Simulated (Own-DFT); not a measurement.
# Which defects push the lattice out? 4H SiC

Source: density functional calculations with Own-DFT, an unreviewed in-house program that is no longer used. Nothing was measured or relaxed, and spin and spin-orbit coupling are left out.

All runs used: PBE; PseudoDojo norm-conserving scalar-relativistic files; cutoff 42 hartree; 4 x 4 x 3 k mesh centred on Gamma; Fermi-Dirac smearing of 0.1 eV.

Caveats (not all hold for every row): some atoms lie very close together; not probed for a lower state with spin; forces on such cells passed a denser k mesh, each cell not checked; stress not checked against mesh or cutoff.

All runs share one cell, with vectors in Å (9.248, 0.000, 0.000); (-4.624, 8.009, 0.000); (0.000, 0.000, 10.068) and a volume of 745.7 Å³. u is the rms random offset of the atoms per axis. The defect's site can differ from row to row.

```
cell,formula,u (Å),P (GPa)
no defect,C36Si36,0.0308,3.83
no defect,C36Si36,0.0592,6.31
no defect,C36Si36,0.0617,6.36
one Al on a Si site and one N on a C site,AlC35NSi35,0.0486,5.32
one Al on a Si site and one N on a C site,AlC35NSi35,0.0498,5.01
one Al on a Si site and one N on a C site,AlC35NSi35,0.0553,5.77
one C on a Si site,C37Si35,0.0461,2.95
one C on a Si site,C37Si35,0.0463,2.62
one C on a Si site,C37Si35,0.0504,2.84
one Si on a C site,C35Si37,0.0493,?
one Si on a C site,C35Si37,0.0497,10.99
one Si on a C site,C35Si37,0.0507,12.03
one Si on a C site,C35Si37,0.0531,12.67
two N on a C site each,C34N2Si36,0.0283,2.69
two N on a C site each,C34N2Si36,0.0479,4.11
two N on a C site each,C34N2Si36,0.0558,4.53
```

## What the rows give

P = P0 + c u² + a shift for each defect gives P0 = 3.03 GPa, c = 898 ± 132 GPa/Å² and a scatter of 0.38 GPa. The shifts, and each times the cell's volume:

- one Si on a C site: 6.51 ± 0.31 GPa, 30.3 eV
- one Al on a Si site and one N on a C site: -0.02 ± 0.31 GPa, -0.1 eV (not resolved)
- two N on a C site each: -1.11 ± 0.32 GPa, -5.2 eV (-2.6 eV for each of its 2 sites)
- one C on a Si site: -2.27 ± 0.31 GPa, -10.5 eV

A positive shift means that the defect pushes the cell outwards. Shift times volume (160.2 GPa Å³ is 1 eV) depends little on the cell's size, so, taken for each site, it can be compared between cells at like pressure. The atoms around the defects weren't relaxed, which would change these numbers.

## The run left out

Question: what pressure belongs in the blank (one Si on a C site, u = 0.0493 Å)?

The fit gives 11.72 ± 0.44 GPa. The calculation gave 11.76 GPa.
